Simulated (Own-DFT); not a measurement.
# How strain changes the stress of wurtzite AlN, 72 atoms (Al36N36)

These are calculations, not measurements. They come from Own-DFT, an in-house plane-wave density functional program, since retired, whose code no person has reviewed. Each row is one single-point run on a periodic cell that was not relaxed, without spin or spin-orbit coupling.

Settings of every run: PBE; PseudoDojo norm-conserving scalar-relativistic files; cutoff 42 hartree; 4 x 4 x 3 k mesh centred on Gamma; Gaussian smearing of 0.01 eV.

Known limits: k mesh not checked against a denser one; stress not checked against mesh or cutoff.

Unstrained cell vectors in Å: (9.336, 0.000, 0.000); (-4.668, 8.085, 0.000); (0.000, 0.000, 9.964). The unstrained cell has measured lattice constants (interpolated for alloys), not those of this functional. That, the random moves and any unrelaxed bonds set the pressure at no strain. Each run strains this cell uniformly, with the atoms carried along. Every atom was also moved at random, by a Gaussian of width 0.05 Å on each axis. Strain is the symmetric tensor, in per cent. Stress is positive in tension, and the pressure is minus a third of its trace.

```
run,e_xx (%),e_yy (%),e_zz (%),e_yz (%),e_xz (%),e_xy (%),s_xx (GPa),s_yy (GPa),s_zz (GPa),s_yz (GPa),s_xz (GPa),s_xy (GPa),P (GPa),E (meV/atom)
1,-0.44,-0.40,-1.81,-1.41,0.57,-1.80,-11.54,-9.59,-14.75,-4.42,1.56,-6.69,11.96,58.0
2,-1.02,-1.30,1.34,-0.60,1.78,-0.41,-12.29,-11.81,-1.69,-2.77,4.57,-2.14,8.60,37.9
3,0.83,-0.69,1.70,-1.28,-0.60,0.80,-1.81,-7.95,2.61,-3.20,-0.39,2.71,2.38,31.6
4,1.75,1.00,1.00,-0.41,0.68,0.03,3.85,0.44,1.54,-2.20,2.51,0.32,-1.94,0.0
5,1.22,-1.96,1.99,-1.89,-0.51,-0.70,-0.01,-11.37,2.58,-3.53,-0.38,-1.49,2.93,21.5
6,0.88,-0.58,1.02,1.33,0.28,-0.60,-2.83,-6.76,-0.16,2.03,0.04,-2.85,3.25,27.2
7,-0.82,0.14,-1.38,1.66,1.16,0.60,-10.19,-6.63,-12.78,4.76,2.86,0.03,9.87,25.3
8,-0.03,-1.02,1.36,1.72,-0.06,1.33,-7.31,-9.25,0.16,3.76,0.49,4.70,5.47,29.9
9,-0.17,0.94,0.53,1.25,-0.41,-1.39,-6.00,0.78,-3.74,3.27,-0.29,-5.80,2.99,17.0
10,1.16,-0.69,-0.71,0.12,0.89,1.17,-2.72,-8.57,-8.83,-0.09,1.42,4.78,6.71,40.6
11,0.49,1.60,1.48,-1.36,1.76,-1.52,-0.53,0.94,2.74,-4.30,4.03,-4.92,-1.05,26.1
12,1.04,-0.16,-1.16,-0.62,0.60,-0.80,-3.61,-6.02,-7.91,-1.71,1.78,-2.83,5.85,14.0
13,1.40,-0.52,-0.65,-0.48,-0.95,-1.68,-1.20,-7.16,-8.05,-1.60,-2.01,-4.79,5.47,33.7
14,-0.30,0.87,-1.37,1.16,1.73,-1.23,-8.04,-2.99,-11.11,2.83,4.24,-3.61,7.38,32.0
15,-1.04,0.17,0.82,0.10,0.19,0.27,-12.68,-4.88,-1.22,0.47,0.36,2.47,6.26,34.5
16,1.69,-1.74,-1.91,0.08,1.02,-0.53,-2.47,-13.39,-13.12,0.47,2.41,-0.56,9.66,34.0
17,0.57,-0.63,0.75,1.22,-0.07,0.43,-4.51,-6.98,-1.79,4.12,-0.42,1.30,4.42,21.9
18,1.91,-1.81,1.35,1.08,-1.91,-1.71,?,?,?,?,?,?,?,?
```

E is the free energy for each atom above the lowest run shown.

## Worked fit

Each stress component was fitted by least squares to a constant and the strains of the runs shown, as fractions, with shears doubled. Shear strains stay in the fit of a normal stress only where such slopes are resolved. The slopes, in GPa:

| stress | at no strain | per e_xx | per e_yy | per e_zz | scatter |
|---|---|---|---|---|---|
| s_xx | -6.8 | 498 ± 24 | 123 ± 22 | 91 ± 16 | 0.86 |
| s_yy | -5.7 | 70 ± 24 | 431 ± 23 | 63 ± 17 | 0.89 |
| s_zz | -5.4 | 98 ± 23 | 74 ± 22 | 445 ± 16 | 0.85 |

Each shear stress against twice its own strain: yz 125 ± 11, xz 107 ± 9, xy 176 ± 16 GPa. These are stiffnesses along x, y and z of the frame in which the cell vectors are given, which need not be the crystal's axes. The atoms are held to the strained lattice; where symmetry lets them move under strain, relaxing them would lower some slopes. The table should be nearly symmetric about its diagonal, and what it lacks of that shows the noise. A ninth of its sum, 210 ± 5 GPa, estimates the bulk modulus near the mean pressure of these runs, 5.3 GPa, so it lies above the value at zero pressure.

## Withheld run

Question: what normal stresses and pressure should run 18 give?

The fit gives s_xx = 1.7, s_yy = -11.3, s_zz = 1.1 and P = 2.8 GPa. The calculation gave 0.75, -10.99, 2.18 and P = 2.69 GPa.
